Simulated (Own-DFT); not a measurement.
Hf36O71 (tetragonal hafnia with one neutral oxygen vacancy, atoms displaced) (calculated)

A calculation, not a measurement: plane-wave PBE and HSE06 DFT by an unreviewed code, no spin, of a simulated cell at Gamma alone, so results move with cell size and shape, stress positive in tension, energies less offsets, not probed for a lower state with spin; hafnium file: forces about 75 meV/angstrom off all-electron values; oxygen file: force components 24 meV/angstrom off all-electron in a glass; k mesh not checked against a denser one; forces and stress are PBE's, HSE06 gives the energy alone, and its difference from PBE has offsets of its own; offsets are fitted by least squares, one for each functional and potential file, so energies compare only between cells with the same atoms and settings and are not formation energies; the far tail of each file's local potential was reset to the Coulomb form; each entry is a single point on an unrelaxed cell, so the pressure reflects the starting lattice, taken from the Materials Project, from which strain is counted, and rises with the displacements; printed positions are rounded, which can move forces by about a meV/angstrom; the program is a retired in-house code; no spin-orbit coupling. Program: Own-DFT development build.

```xyz
107
Lattice="10.7800 0.0000 0.0000 0.0000 10.7800 0.0000 0.0000 0.0000 10.4493" Properties=species:S:1:pos:R:3 formula=Hf36O71 first_functional=PBE second_functional=HSE06 exact_exchange_share=0.25 screening=0.11 exchange_divergence=Gygi-Baldereschi potential_files=PseudoDojo_norm-conserving,scalar-relativistic,made_for_PBE,standard_set wave_cutoff=48 occupations=fixed k_mesh=1_x_1_x_1_centred_on_Gamma
Hf     0.0748     0.0193     0.0320
Hf     1.8280     1.8546     2.6176
O     10.7131     1.7816     1.5947
O      1.7259     0.0705     3.6223
O     10.7118     1.8437     4.2400
O      1.8187    10.6837     1.0280
Hf    10.7640     0.0070     5.2159
Hf     1.7783     1.8199     7.7548
O     10.7592     1.7789     6.7370
O      1.8047     0.0032     8.9092
O     10.7225     1.8705     9.4741
O      1.8369    10.7464     6.2287
Hf    10.7641     3.5954    10.3804
Hf     1.7831     5.4641     2.6695
O     10.7415     5.4147     1.5287
O      1.8197     3.5369     3.7206
O      0.0354     5.3733     4.2624
O      1.7626     3.5611     0.9095
Hf    10.7579     3.6059     5.2478
Hf     1.8581     5.4224     7.8112
O      0.0911     5.3509     6.9099
O      1.7544     3.6835     8.7804
O     10.7373     5.3504     9.4592
O      1.8415     3.5558     6.2433
Hf     0.0289     7.1073     0.0301
Hf     1.8223     8.9156     2.5559
O     10.7323     8.9370     1.5868
O      1.8290     7.2363     3.6043
O      0.0287     8.9523     4.1526
O      1.7754     7.1183     1.0731
Hf    10.7780     7.1760     5.2371
Hf     1.7186     8.9451     7.8241
O     10.7474     9.0025     6.8066
O      1.6988     7.1536     8.8381
O     10.7644     8.9225     9.3992
O      1.7893     7.1687     6.2295
Hf     3.5591     0.0299     0.0325
Hf     5.4040     1.8143     2.6288
O      3.5544     1.8683     1.5705
O      5.4816    10.7656     3.6206
O      3.5027     1.8519     4.1251
O      5.3879    10.7277     0.8614
Hf     3.5977     0.0372     5.1779
Hf     5.3593     1.7367     7.8510
O      3.6436     1.8092     6.8084
O      5.4475    10.7670     8.8746
O      5.4296     0.0135     6.1932
Hf     3.6360     3.5736    10.4291
Hf     5.3840     5.4110     2.6270
O      3.5192     5.3668     1.5626
O      5.4170     3.6204     3.6257
O      3.4906     5.3550     4.1530
O      5.4107     3.5758     1.0125
Hf     3.6522     3.6264     5.1600
Hf     5.5060     5.4358     7.8524
O      3.6688     5.3837     6.8432
O      5.3494     3.6583     8.8859
O      3.5668     5.3198     9.4169
O      5.4090     3.6013     6.2119
Hf     3.5473     7.2390     0.0113
Hf     5.5271     9.0256     2.6557
O      3.5314     8.9371     1.4760
O      5.3036     7.1485     3.6318
O      3.6108     9.0228     4.2617
O      5.4271     7.1821     1.0878
Hf     3.6114     7.1727     5.1995
Hf     5.3633     8.9833     7.8428
O      3.6342     8.9193     6.8343
O      5.4022     7.2302     8.9573
O      3.5255     8.9820     9.4815
O      5.3272     7.1944     6.2407
Hf     7.1818     0.0323     0.0268
Hf     9.0279     1.7434     2.5754
O      7.1844     1.7923     1.6447
O      8.9550     0.0816     3.6886
O      7.2090     1.7760     4.1560
O      9.0768    10.6342     1.0613
Hf     7.2055     0.0921     5.2213
Hf     8.8917     1.7904     7.9307
O      7.1926     1.8107     6.8225
O      8.9961    10.7695     8.8384
O      7.1967     1.8585     9.4605
O      8.9682    10.7735     6.2449
Hf     7.1950     3.5177    10.4477
Hf     8.8639     5.3131     2.6777
O      7.2258     5.3447     1.6131
O      8.9500     3.5770     3.5841
O      7.1034     5.4182     4.1092
O      8.9510     3.5818     1.0385
Hf     7.2096     3.6386     5.2060
Hf     8.9970     5.4658     7.8658
O      7.1505     5.4518     6.7793
O      9.0560     3.6042     8.8046
O      7.1677     5.3308     9.4506
O      8.9407     3.5725     6.2590
Hf     7.1757     7.2038     0.0039
Hf     8.8490     9.0038     2.6497
O      7.2131     9.0355     1.5293
O      8.9301     7.1963     3.6041
O      7.1580     8.9468     4.1726
O      8.9733     7.1847     0.9905
Hf     7.1157     7.1269     5.2656
Hf     8.9729     8.9950     7.7799
O      7.1374     9.0241     6.7808
O      8.9067     7.1860     8.8171
O      7.2566     9.0943     9.4969
O      8.9461     7.2150     6.2191
```

Units: screening in 1/bohr; wave_cutoff in hartree.

Q: Give the missing PBE stress zz for Hf36O71 (tetragonal hafnia with one neutral oxygen vacancy, atoms displaced).
A: -2.35 GPa

Q: Give the missing PBE stress yy for Hf36O71 (tetragonal hafnia with one neutral oxygen vacancy, atoms displaced).
A: -1.85 GPa

Q: Estimate the PBE pressure of Hf36O71 (tetragonal hafnia with one neutral oxygen vacancy, atoms displaced).
A: 1.79 GPa

Q: Give the table of force values for Hf36O71 (tetragonal hafnia with one neutral oxygen vacancy, atoms displaced).
A: 
Force:
```tsv
element	x (eV/Å)	y (eV/Å)	z (eV/Å)
Hf	-0.818	-0.965	-0.499
Hf	-1.22	0.106	0.029
O	1.848	-0.392	-0.3
O	0.438	-0.825	-0.196
O	-0.089	-0.364	-0.474
O	-0.189	0.739	0.311
Hf	0.412	0.305	-0.575
Hf	-0.167	0.697	0.425
O	-0.104	-0.147	1.256
O	-0.015	0.569	-0.795
O	0.337	-2.311	-1.029
O	-0.181	0.078	0.206
Hf	-0.015	0.924	1.575
Hf	-0.639	-1.537	-1.441
O	0.168	-0.179	1.729
O	-0.626	1.25	-1.246
O	-0.078	0.692	-0.327
O	0.405	-0.387	0.733
Hf	0.905	-1.034	0.691
Hf	1.143	-0.827	0.336
O	-2.259	0.385	-1.018
O	0.155	-2.25	0.171
O	-0.509	1.307	-0.857
O	-0.026	-0.054	-0.419
Hf	-1.114	0.642	0.57
Hf	-1.798	1.956	-0.137
O	1.061	-0.156	0.473
O	0.122	-0.875	1.05
O	-0.319	0.143	1.163
O	0.364	0.429	-0.276
Hf	-0.317	0.76	-0.705
Hf	0.807	0.626	0.707
O	0.347	-0.184	-0.534
O	0.634	0.595	0.536
O	0.276	0.798	0.008
O	0.193	0.317	-0.165
Hf	-0.421	-0.151	-1.275
Hf	-0.108	0.78	-0.416
O	1.207	-0.878	-0.332
O	-0.68	0.971	-0.488
O	1.498	-1.174	0.436
O	-0.452	0.211	2.27
Hf	-0.493	0.041	0.556
Hf	0.046	1.201	-0.052
O	-0.548	-0.446	0.325
O	-0.554	0.254	-0.775
O	-1.115	0.302	0.324
Hf	-0.693	0.25	-0.336
Hf	-0.381	-0.124	-1.927
O	1.05	0.014	0.784
O	-0.343	-0.68	0.052
O	0.549	0.866	0.305
O	-0.082	-0.209	0.459
Hf	-1.176	-0.346	1.264
Hf	-2.49	-0.717	1.269
O	-0.049	0.304	-0.773
O	0.054	-1.536	-0.786
O	-0.032	1.925	0.414
O	0.681	0.089	-0.125
Hf	0.835	-1.302	0.331
Hf	-1.675	-1.525	-0.811
O	1.557	-0.057	1.569
O	0.079	0.997	0.581
O	0.036	-0.119	-0.769
O	-0.333	-0.065	-0.232
Hf	-0.718	0.387	0.299
Hf	0.244	0.156	0.116
O	-0.893	0.266	0.295
O	0.289	-0.118	-0.85
O	0.194	0.316	-1.013
O	1.176	-0.149	0.324
Hf	1.468	-0.437	-0.315
Hf	-0.271	0.884	0.529
O	-0.266	-0.647	-0.803
O	-0.025	-1.895	-0.073
O	-0.811	1.512	0.711
O	-1.466	1.296	-0.278
Hf	0.413	-0.862	0.342
Hf	1.647	0.129	-1.26
O	-0.45	-0.288	-0.017
O	-0.006	0.442	0.225
O	0.291	-1.767	-1.092
O	0.012	-0.309	0.095
Hf	0.001	2.367	1.21
Hf	2.107	1.604	-1.968
O	-1.685	0.312	-0.357
O	-0.207	-0.236	1.268
O	0.408	-0.291	1.229
O	0.185	-0.26	-0.529
Hf	-0.282	-1.283	0.018
Hf	0.878	-1.421	-0.04
O	1.405	0.066	-0.631
O	-0.812	0.397	0.264
O	0.208	0.804	-0.511
O	0.064	0.786	-0.573
Hf	0.721	-0.052	-0.045
Hf	3.186	-0.271	-0.385
O	-1.269	-0.011	0.581
O	0.023	-0.733	0.464
O	-0.271	0.268	-0.137
O	-0.806	0.162	-0.319
Hf	0.717	1.163	-0.588
Hf	-0.602	0.459	1.037
O	0.16	-0.7	0.512
O	-0.219	0.429	0.02
O	-0.263	-1.731	-0.706
O	0.42	-0.453	0.132
```

Further results for Hf36O71 (tetragonal hafnia with one neutral oxygen vacancy, atoms displaced):

* PBE energy of cell above offsets: -98.147 eV
* HSE06 less PBE above offsets: 0.017 eV
* PBE stress xx: -1.19 GPa
* PBE stress yz: 0.32 GPa
* PBE stress xz: -0.16 GPa
* PBE stress xy: 0.15 GPa
